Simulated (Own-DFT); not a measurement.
# Stretching a layer in its plane: wurtzite AlGaN with randomly placed atoms, 72 atoms (Al9Ga27N36)

No measurement is shown. These are fixed-geometry runs of a retired plane-wave code named Own-DFT, which no person has reviewed; spin and spin-orbit coupling are neglected.

Method: PBE; PseudoDojo norm-conserving scalar-relativistic files (stringent for Ga); cutoff 96 hartree; 4 x 4 x 3 k mesh centred on Gamma; Gaussian smearing of 0.01 eV.

Keep in mind: forces on such cells passed a denser k mesh, each cell not checked; stress not checked against mesh or cutoff.

Unstrained cell vectors in Å: (9.509, 0.000, 0.000); (-4.755, 8.235, 0.000); (0.000, 0.000, 10.268). The unstrained cell has measured lattice constants (interpolated for alloys), not those of this functional. That, the random moves and any unrelaxed bonds set the pressure at no strain. Each run strains x and y alike by e, as a substrate would, and holds the height along z. Each coordinate of each atom was shifted by a normal deviate of width 0.05 Å. The random placing of the alloy's atoms differs from row to row. Stress is positive in tension.

```
e (%),u (Å),(s_xx + s_yy)/2 (GPa),s_zz (GPa)
-3.00,0.047,-25.60,-13.11
-2.50,0.049,-22.05,-10.82
-2.25,0.049,-20.55,-10.91
-1.25,0.052,-14.05,-9.89
0.25,0.054,-6.51,-6.14
1.00,0.048,-1.55,-5.26
1.75,0.053,1.72,-5.10
2.00,0.053,2.73,-5.13
2.50,0.045,?,?
3.00,0.047,7.15,-3.93
```

## Working it out

With e as a fraction, the in-plane stress is -7.2 + 544 e - 2167 e² GPa (errors 6 and 382, scatter 0.35), and s_zz is -7.6 + 148 e GPa (slope ± 13, scatter 0.79). At e = 0 the first slope is C11 + C12 and the second 2 C13, both with the ions held to the strained lattice and at the cell's own pressure. The term in e² is negative: the layer stiffens under compression and softens under tension. A free layer would change its height as e changes, and the in-plane slope would drop by 2 C13²/C33 to the biaxial modulus. At fixed height, a misfit of 1 % moves the in-plane stress by about 5.4 GPa and s_zz by 1.5 GPa.

## Check

The question: what are the two stresses at e = 2.50 %?

Estimate: 5.0 and -3.9 GPa. The run itself gave 5.63 and -3.84 GPa.
